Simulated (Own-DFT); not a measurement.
# One host, several defects: wurtzite GaN

Source: density functional calculations with Own-DFT, an unreviewed in-house program that is no longer used. Nothing was measured or relaxed, and spin and spin-orbit coupling are left out.

Common settings: PBE; PseudoDojo norm-conserving scalar-relativistic files; cutoff 42 hartree; 4 x 4 x 3 k mesh centred on Gamma; Fermi-Dirac smearing of 0.1 eV.

Keep in mind (not all hold for every row): some atoms lie very close together; not probed for a lower state with spin; forces not confirmed at this smearing and k mesh; stress not checked against mesh or cutoff.

All runs share one cell, with vectors in Å (9.567, 0.000, 0.000); (-4.784, 8.285, 0.000); (0.000, 0.000, 10.370) and a volume of 822.0 Å³. u is the rms random offset of the atoms per axis. The defect's site can differ from row to row.

```
               cell  formula   u (Å)  P (GPa)
          no defect  Ga36N36  0.0185     5.88
          no defect  Ga36N36  0.0199     5.95
          no defect  Ga36N36  0.0510     7.41
 one N on a Ga site  Ga35N37  0.0293        ?
 one N on a Ga site  Ga35N37  0.0305     5.58
 one N on a Ga site  Ga35N37  0.0482     6.21
 one N on a Ga site  Ga35N37  0.0485     6.53
one Ga on an N site  Ga37N35  0.0298    12.05
one Ga on an N site  Ga37N35  0.0306    12.23
one Ga on an N site  Ga37N35  0.0495    13.42
```

## Working it out

P = P0 + c u² + a shift for each defect gives P0 = 5.65 GPa, c = 688 ± 59 GPa/Å² and a scatter of 0.15 GPa. The shifts, and each times the cell's volume:

- one Ga on an N site: 5.94 ± 0.12 GPa, 30.5 eV
- one N on a Ga site: -0.83 ± 0.13 GPa, -4.3 eV

A positive shift means that the defect pushes the cell outwards. Shift times volume (160.2 GPa Å³ is 1 eV) depends little on the cell's size, so, taken for each site, it can be compared between cells at like pressure. The atoms around the defects weren't relaxed, which would change these numbers.

## Check

The question: what pressure belongs in the blank (one N on a Ga site, u = 0.0293 Å)?

The fit gives 5.41 ± 0.18 GPa. Computed: 5.43 GPa.
